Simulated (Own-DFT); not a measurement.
# Which defects push the lattice out? grey tin

Everything here is calculated. The program is Own-DFT (plane waves, in-house, since retired, never reviewed by a person); positions were held fixed, and spin and spin-orbit coupling were off.

Settings: PBE; PseudoDojo norm-conserving scalar-relativistic files; cutoff 42 hartree; 3 x 3 x 3 k mesh centred on Gamma; cold (Marzari-Vanderbilt) smearing of 0.2 eV.

Limits (not all hold for every row): not probed for a lower state with spin; forces on such cells moved up to 12 meV/angstrom on a denser k mesh; stress not checked against mesh or cutoff.

All runs share one cell, with vectors in Å (12.978, 0.000, 0.000); (0.000, 12.978, 0.000); (0.000, 0.000, 12.978) and a volume of 2185.9 Å³. The atoms are randomly displaced, by u rms on each axis. The defect's site can differ from row to row.

| cell | formula | u (Å) | P (GPa) |
|---|---|---|---|
| no defect | Sn64 | 0.0190 | 3.37 |
| no defect | Sn64 | 0.0537 | 3.63 |
| no defect | Sn64 | 0.0546 | 3.67 |
| one Sn vacancy | Sn63 | 0.0297 | ? |
| one Sn vacancy | Sn63 | 0.0325 | 3.22 |
| one Sn vacancy | Sn63 | 0.0495 | 3.39 |
| one Sn vacancy | Sn63 | 0.0510 | 3.43 |
| two Sn vacancies | Sn62 | 0.0293 | 3.13 |
| two Sn vacancies | Sn62 | 0.0461 | 3.31 |
| two Sn vacancies | Sn62 | 0.0520 | 3.31 |

## Working it out

P = P0 + c u² + a shift for each defect gives P0 = 3.33 GPa, c = 112 ± 9 GPa/Å² and a scatter of 0.02 GPa. The shifts, and each times the cell's volume:

- one Sn vacancy: -0.21 ± 0.02 GPa, -2.8 eV
- two Sn vacancies: -0.29 ± 0.02 GPa, -3.9 eV (-2.0 eV for each of its 2 sites)

Against the defect-free cell, a freed cell would be larger where the shift is positive and smaller where it is negative (160.2 GPa Å³ is 1 eV). The atoms around the defects weren't relaxed, which would change these numbers.

## Test on the hidden row

Question: what pressure belongs in the blank (one Sn vacancy, u = 0.0297 Å)?

The fit gives 3.22 ± 0.03 GPa. The run itself gave 3.20 GPa.
